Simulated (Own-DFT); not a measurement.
# How strain changes the stress of wurtzite GaN, 72 atoms (Ga36N36)

Everything here is calculated. The program is Own-DFT (plane waves, in-house, since retired, never reviewed by a person); positions were held fixed, and spin and spin-orbit coupling were off.

Common settings: PBE; PseudoDojo norm-conserving scalar-relativistic files (stringent for Ga); cutoff 96 hartree; 4 x 4 x 3 k mesh centred on Gamma; Gaussian smearing of 0.01 eV.

Limits: forces not confirmed at this smearing and k mesh; stress not checked against mesh or cutoff.

Unstrained cell vectors in Å: (9.567, 0.000, 0.000); (-4.783, 8.285, 0.000); (0.000, 0.000, 10.370). The unstrained cell has measured lattice constants (interpolated for alloys), not those of this functional. That, the random moves and any unrelaxed bonds set the pressure at no strain. Each run strains this cell uniformly, with the atoms carried along. Each atom got a random Gaussian move of width 0.05 Å along each axis. Stress is counted positive in tension, P = -(s_xx + s_yy + s_zz)/3, and strain components are those of the symmetric tensor.

```
run  e_xx (%)  e_yy (%)  e_zz (%)  e_yz (%)  e_xz (%)  e_xy (%)  s_xx (GPa)  s_yy (GPa)  s_zz (GPa)  s_yz (GPa)  s_xz (GPa)  s_xy (GPa)  P (GPa)  E (meV/atom)
  1     -1.19      1.71     -1.01      1.50      1.38      1.64      -11.94       -1.94      -11.48        1.63        4.31        4.72     8.45          30.3
  2     -0.14     -1.27     -0.06     -1.92      1.60      0.50       -8.61      -13.14       -8.95       -3.50        3.91        1.28    10.23          26.2
  3      0.55      0.31     -1.45      1.15     -0.58      1.58       -5.97       -6.59      -16.38        1.94       -0.89        5.78     9.65          48.8
  4     -1.13     -0.71      0.89     -1.41      1.29     -1.90      -11.26      -12.56       -4.34       -3.61        2.39       -5.20     9.39          22.0
  5      0.20      1.09      0.91      0.31     -0.77      0.91       -4.46       -0.71       -3.65        0.45       -1.97        3.09     2.94           0.0
  6     -1.49     -0.76      0.52     -1.23     -0.01     -1.98      -12.23      -13.15       -7.85       -3.12       -0.14       -6.57    11.08          33.8
  7     -0.54      0.29     -0.83      1.07      0.67     -0.76      -10.09       -8.27      -10.84        2.96        0.43       -2.93     9.73          24.0
  8      1.08      0.52      0.47      0.99     -0.13      1.97       -1.46       -3.70       -3.93        2.05        0.18        4.69     3.03           0.5
  9      1.92      0.05     -1.83     -1.87      1.23      0.79       -1.04       -5.18      -13.42       -3.28        2.27        2.31     6.54           5.4
 10      0.10     -0.94     -0.38      1.97     -0.88     -0.52       -6.87      -10.34      -10.64        3.37       -1.18       -0.49     9.28          13.7
 11      0.57      0.28     -1.23      1.57      0.37      1.55       -4.29       -7.26      -13.92        4.55        0.41        4.55     8.49          29.4
 12      0.39      1.40      1.16      0.18     -1.96     -1.68       -4.58       -1.17       -1.41        0.76       -4.45       -3.88     2.38          16.4
 13     -1.11     -0.24     -0.29     -0.80     -1.08     -0.01      -12.05       -9.39       -9.95       -1.68       -2.80       -1.89    10.46          21.2
 14     -1.85     -0.01      0.92     -0.76     -0.27     -1.60      -15.85      -10.08       -4.37       -1.38       -0.17       -6.50    10.10          42.5
 15      0.62      0.56     -1.07      1.12     -1.63      1.35       -4.12       -4.81      -11.57        2.92       -2.91        4.91     6.83           4.7
 16     -0.29     -0.90      2.00      1.53      1.68     -0.73           ?           ?           ?           ?           ?           ?        ?             ?
```

E is the free energy for each atom above the lowest run shown.

## Analysis

Regress every stress component on the fractional strains (shears doubled) of the visible runs, with a constant. Shear strains stay in the fit of a normal stress only where such slopes are resolved. The slopes, in GPa:

| stress | at no strain | per e_xx | per e_yy | per e_zz | scatter |
|---|---|---|---|---|---|
| s_xx | -7.0 | 430 ± 24 | 40 ± 27 | 69 ± 25 | 0.84 |
| s_yy | -7.6 | 147 ± 25 | 428 ± 28 | 51 ± 27 | 0.88 |
| s_zz | -7.9 | 66 ± 32 | 72 ± 36 | 461 ± 34 | 1.12 |

The slope of each shear stress on twice its own strain, from a fit on all six strains: yz 98 ± 11, xz 108 ± 10, xy 131 ± 15 GPa. These are stiffnesses along x, y and z of the frame in which the cell vectors are given, with the crystal's c axis along z: C11, C12, C13 and C33. Hexagonal symmetry asks that xx and yy behave alike, which is a second check on the noise. No internal relaxation is included, and where it is allowed it would reduce some of the slopes. Symmetry asks for nearly equal slopes across the diagonal; the mismatch is a measure of noise. A ninth of the table's sum, 196 ± 9 GPa, estimates the bulk modulus near the mean pressure of these runs, 7.9 GPa, so it lies above the value at zero pressure.

## Withheld run

Asked: what normal stresses and pressure should run 16 give?

The fit gives s_xx = -7.2, s_yy = -10.8, s_zz = 0.5 and P = 5.8 GPa. The run itself gave -7.54, -11.45, 0.28 and P = 6.24 GPa.
